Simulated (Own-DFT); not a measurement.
# Computed records: SiC (4H silicon carbide, atoms displaced)

All values are calculated (Own-DFT development build). A calculation, not a measurement: plane-wave PBE density functional theory by an unreviewed code, no spin, of a simulated periodic cell, stress positive in tension, free energy of the whole cell less one offset for each atom, forces on such cells passed a denser k mesh, this cell's mesh not checked; offsets are fitted by least squares, one for each functional and potential file, so energies compare only between cells with the same atoms and settings and are not formation energies; the far tail of each file's local potential was reset to the Coulomb form; each entry is a single point on an unrelaxed cell, so the pressure reflects the starting lattice, mostly measured values (interpolated for alloys), from which strain is counted, and rises with the displacements; printed positions are rounded, which can move forces by about a meV/angstrom; the program, named Own-DFT, is a retired in-house code; no spin-orbit coupling.

Common to all runs: functional PBE; potential files PseudoDojo norm-conserving, scalar-relativistic, standard set; wave cutoff 42 hartree; occupations Fermi-Dirac; smearing width 0.1 eV; hardware one NVIDIA H100; k mesh 5 x 5 x 3 centred on Gamma.

(1) SiC (4H silicon carbide, atoms displaced)

```xyz
32
Lattice="6.1654 0.0000 0.0000 -3.0827 5.3394 0.0000 0.0000 0.0000 10.0681" Properties=species:S:1:pos:R:3 SiC
Si     6.0874     0.0021     4.2328
Si    -0.0078     1.8598     1.5311
C      3.0396     5.3393     0.8671
C      0.0239     1.8154     3.4766
Si     4.5578     2.6198     4.1592
Si    -1.6381     4.3378     1.6268
C      4.5566     2.6950     0.9760
C     -1.7014     4.5196     3.5125
Si     3.0872     0.0689     4.0874
Si     3.0764     1.7648     1.5258
C      3.0625     0.0153     0.8734
C      2.9783     1.7554     3.3808
Si     1.5960     2.6375     4.1099
Si     1.5295     4.2825     1.6537
C      1.5853     2.6522     0.9923
C      1.6091     4.4158     3.3965
Si     3.0991     5.2748     9.1516
Si     3.0537     3.5704     6.6932
C      6.1161     0.0078     6.0243
C      3.1615     3.6367     8.4430
Si     4.5706     2.6351     9.2470
Si     4.5854     0.7939     6.6535
C      4.5384     2.6653     6.0051
C      4.5841     0.8856     8.5057
Si     0.1233     5.2251     9.2177
Si    -0.0419     3.5334     6.6058
C      0.0266     5.2882     6.0069
C     -0.0497     3.5500     8.5282
Si     1.5907     2.7303     9.1257
Si     1.4126     0.9296     6.6229
C      1.4524     2.6964     6.0206
C      1.5372     0.9729     8.4835
```

| Property | Result |
| --- | --- |
| free energy of cell above offsets | -1.574 eV |
| pressure | 5.93 GPa |
| stress xx | -2.35 GPa |
| stress yy | -4.89 GPa |
| stress zz | -10.53 GPa |
| stress yz | -2.67 GPa |
| stress xz | 0.52 GPa |
| stress xy | 0.71 GPa |
| wall time | 124.7 s |

Force:
```csv
element,x (eV/Å),y (eV/Å),z (eV/Å)
Si,0.425,0.865,-3.244
Si,-0.104,-2.844,1.175
C,-0.037,-0.547,2.603
C,-1.435,-0.267,0.325
Si,0.594,1.461,-1.493
Si,0.241,4.698,-0.01
C,0.905,-1.474,0.169
C,2.647,-1.807,0.159
Si,-0.855,-2.694,-0.112
Si,-0.27,-1.671,0.805
C,-0.027,-1.878,4.121
C,2.58,0.012,1.211
Si,-2.279,1.254,0.341
Si,0.318,4.786,-2.627
C,-0.974,-0.699,-2.094
C,-1.685,0.498,3.518
Si,0.445,3.431,-1.126
Si,-0.235,-0.637,-2.605
C,-0.208,-0.742,0.602
C,-0.955,-2.012,2.812
Si,1.071,0.261,-3.283
Si,-0.586,2.281,0.359
C,0.413,-0.949,0.433
C,1.068,-0.47,0.984
Si,-2.566,2.051,-3.225
Si,-1.193,0.406,0.628
C,-1.864,0.917,-1.013
C,0.691,-0.968,0.204
Si,-0.87,-1.011,-0.498
Si,2.627,-0.368,0.821
C,1.842,-0.489,-0.908
C,0.276,-1.393,0.972
```

(2) SiC (4H silicon carbide, atoms displaced)

```xyz
32
Lattice="6.1654 0.0000 0.0000 -3.0827 5.3394 0.0000 0.0000 0.0000 10.0681" Properties=species:S:1:pos:R:3 SiC
Si     3.0103     5.3069     4.0566
Si     0.0397     1.6913     1.6322
C      3.0805     5.3251     1.0113
C     -0.0929     1.6911     3.4312
Si     4.6237     2.6630     3.9697
Si    -1.4448     4.5359     1.5247
C      4.6519     2.5944     1.0265
C     -1.5091     4.4474     3.4831
Si     3.2158     0.0334     4.1106
Si     3.0720     1.8311     1.5282
C      0.0768     5.3186     0.9955
C      3.1127     1.7234     3.3816
Si     1.5608     2.6934     4.0738
Si     1.6479     4.3510     1.4708
C      1.5053     2.7786     0.7728
C      1.5089     4.4200     3.4717
Si     0.0008     0.0005     9.1265
Si     3.0528     3.4723     6.5713
C      3.0116     5.2990     5.9973
C      3.0767     3.5839     8.5105
Si     4.5527     2.6314     9.1295
Si     4.7096     0.8775     6.5307
C     -1.4702     2.6821     5.9382
C      4.5406     0.9682     8.5287
Si     2.9620     0.1157     9.1855
Si     0.0276     3.4928     6.6550
C      3.0004     0.0805     5.9928
C     -0.0568     3.5785     8.6959
Si     1.5910     2.6543     9.1141
Si     1.6208     0.9360     6.6156
C      1.5121     2.6460     6.0237
C      1.5739     0.9423     8.4160
```

| Property | Result |
| --- | --- |
| free energy of cell above offsets | -1.167 eV |
| pressure | 6.07 GPa |
| stress xx | -4.89 GPa |
| stress yy | -7.7 GPa |
| stress zz | -5.63 GPa |
| stress yz | -1.36 GPa |
| stress xz | 1.31 GPa |
| stress xy | 0.59 GPa |
| wall time | 116.8 s |

Force:
```csv
element,x (eV/Å),y (eV/Å),z (eV/Å)
Si,2.383,-0.642,1.075
Si,-1.026,2.148,-1.813
C,2.126,-0.163,-2.189
C,2.488,1.238,1.028
Si,-0.176,0.849,1.418
Si,-1.224,-2.921,2.055
C,0.049,1.76,-1.485
C,-0.076,0.969,-0.697
Si,-3.963,-0.649,0.185
Si,0.452,-0.896,0.163
C,-0.299,1.823,-1.2
C,-1.247,1.688,1.323
Si,-0.642,-2.132,0.333
Si,-2.174,2.939,2.473
C,0.833,-4.622,4.104
C,1.259,-0.92,-1.505
Si,-0.98,1.18,-0.409
Si,1.684,1.611,0.688
C,2.666,-0.823,-0.996
C,-0.096,-0.158,-0.684
Si,1.51,1.625,1.604
Si,-3.286,1.279,2.167
C,-1.269,-0.768,-0.522
C,1.194,-2.629,-1.143
Si,3.068,-2.582,-0.502
Si,-1.473,2.498,1.082
C,3.91,-2.198,-0.882
C,0.683,0.108,-2.921
Si,-1.917,1.482,-2.424
Si,-3.013,-1.2,-0.828
C,0.56,0.318,-1.654
C,-2.004,-0.21,2.158
```
